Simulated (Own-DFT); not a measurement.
# Strain and stress in wurtzite GaN, 72 atoms (Ga36N36)

Calculated, not measured: single-point runs of Own-DFT, a retired in-house plane-wave DFT program that no person has reviewed, on unrelaxed cells, without spin or spin-orbit coupling.

Common settings: PBE; PseudoDojo norm-conserving scalar-relativistic files (stringent for Ga); cutoff 96 hartree; 4 x 4 x 3 k mesh centred on Gamma; Gaussian smearing of 0.01 eV.

Limits: forces not confirmed at this smearing and k mesh; stress not checked against mesh or cutoff.

Unstrained cell vectors in Å: (9.567, 0.000, 0.000); (-4.784, 8.285, 0.000); (0.000, 0.000, 10.370). The unstrained cell has measured lattice constants (interpolated for alloys), not those of this functional. That, the random moves and any unrelaxed bonds set the pressure at no strain. The cell is deformed uniformly in each run, and the atoms keep their fractional places. All atoms carry random offsets, Gaussian with a width of 0.05 Å per axis. Strains are tensor components in per cent; tension counts as positive stress, and P is minus the mean normal stress.

```
run,e_xx (%),e_yy (%),e_zz (%),e_yz (%),e_xz (%),e_xy (%),s_xx (GPa),s_yy (GPa),s_zz (GPa),s_yz (GPa),s_xz (GPa),s_xy (GPa),P (GPa),E (meV/atom)
1,-0.74,0.12,-0.26,-0.93,0.66,-0.25,-12.81,-7.43,-8.20,-2.00,1.79,-0.69,9.48,38.0
2,0.95,1.60,0.68,1.35,-0.80,-1.65,-1.16,1.19,-5.02,2.75,-2.68,-4.41,1.66,25.0
3,0.86,0.34,1.37,0.76,1.15,-1.34,-0.93,-4.60,-1.00,1.54,2.59,-3.33,2.17,8.6
4,1.55,1.45,1.20,-1.35,0.25,-1.55,2.34,0.38,-0.83,-2.81,0.75,-3.80,-0.63,0.0
5,-0.87,0.27,-1.85,1.27,-0.15,0.76,-12.59,-7.16,-18.68,3.00,-0.89,1.58,12.81,44.4
6,1.28,1.74,1.95,0.55,-1.09,-1.31,0.27,2.21,2.10,1.20,-2.35,-3.94,-1.52,11.0
7,-0.18,-1.94,0.57,-0.07,1.25,0.60,-9.18,-15.58,-7.41,1.55,1.79,2.61,10.72,47.4
8,0.34,-0.76,-0.75,1.25,1.22,-1.52,-6.62,-12.03,-10.67,2.68,2.55,-6.09,9.77,30.6
9,1.29,1.77,1.06,-0.82,1.66,1.39,0.60,2.41,-1.74,-1.85,3.18,4.00,-0.43,7.3
10,0.35,-0.09,0.94,-0.79,-0.65,0.47,-5.33,-6.50,-1.97,-1.18,-1.31,2.35,4.60,7.4
11,-0.99,1.27,1.33,1.78,-0.42,1.28,-8.79,-3.15,-1.50,3.12,-0.57,4.63,4.48,30.0
12,-0.77,1.10,-0.77,1.30,0.50,1.03,-8.80,-4.55,-13.63,3.36,0.94,4.86,8.99,45.1
13,1.12,-0.83,1.51,0.56,-0.40,0.54,-2.70,-8.11,0.34,0.82,-1.33,1.63,3.49,3.0
14,0.36,1.86,-0.08,0.86,-1.15,-1.25,-2.91,0.62,-6.51,1.22,-2.47,-3.75,2.93,8.7
15,-0.41,-0.16,0.39,-0.93,1.21,-0.60,-9.72,-7.70,-4.91,-2.68,2.94,-0.39,7.44,21.4
16,-1.34,-1.47,1.45,-1.29,-0.29,0.60,?,?,?,?,?,?,?,?
```

E is the free energy per atom, counted from the lowest run shown.

## Fit

Regress every stress component on the fractional strains (shears doubled) of the visible runs, with a constant. Shear strains stay in the fit of a normal stress only where such slopes are resolved. The slopes, in GPa:

```
stress  at no strain  per e_xx  per e_yy  per e_zz  scatter
  s_xx          -7.3  445 ± 43  109 ± 26   62 ± 35     1.08
  s_yy          -7.4  110 ± 30  417 ± 18   50 ± 24     0.74
  s_zz          -8.0   49 ± 50   16 ± 30  505 ± 41     1.25
```

The slope of each shear stress on twice its own strain, from a fit on all six strains: yz 105 ± 10, xz 110 ± 7, xy 149 ± 12 GPa. These are stiffnesses along x, y and z of the frame in which the cell vectors are given, with the crystal's c axis along z: C11, C12, C13 and C33. Hexagonal symmetry asks that xx and yy behave alike, which is a second check on the noise. No internal relaxation is included, and where it is allowed it would reduce some of the slopes. Slopes across the diagonal should nearly agree, so their difference gauges the noise. A ninth of the table's sum, 196 ± 5 GPa, estimates the bulk modulus near the mean pressure of these runs, 5.1 GPa, so it lies above the value at zero pressure.

## Withheld run

Question: what normal stresses and pressure should run 16 give?

The fitted form gives s_xx = -14.0, s_yy = -14.2, s_zz = -1.5 and P = 9.9 GPa. DFT gave -13.45, -13.72, -2.75 and P = 9.97 GPa.
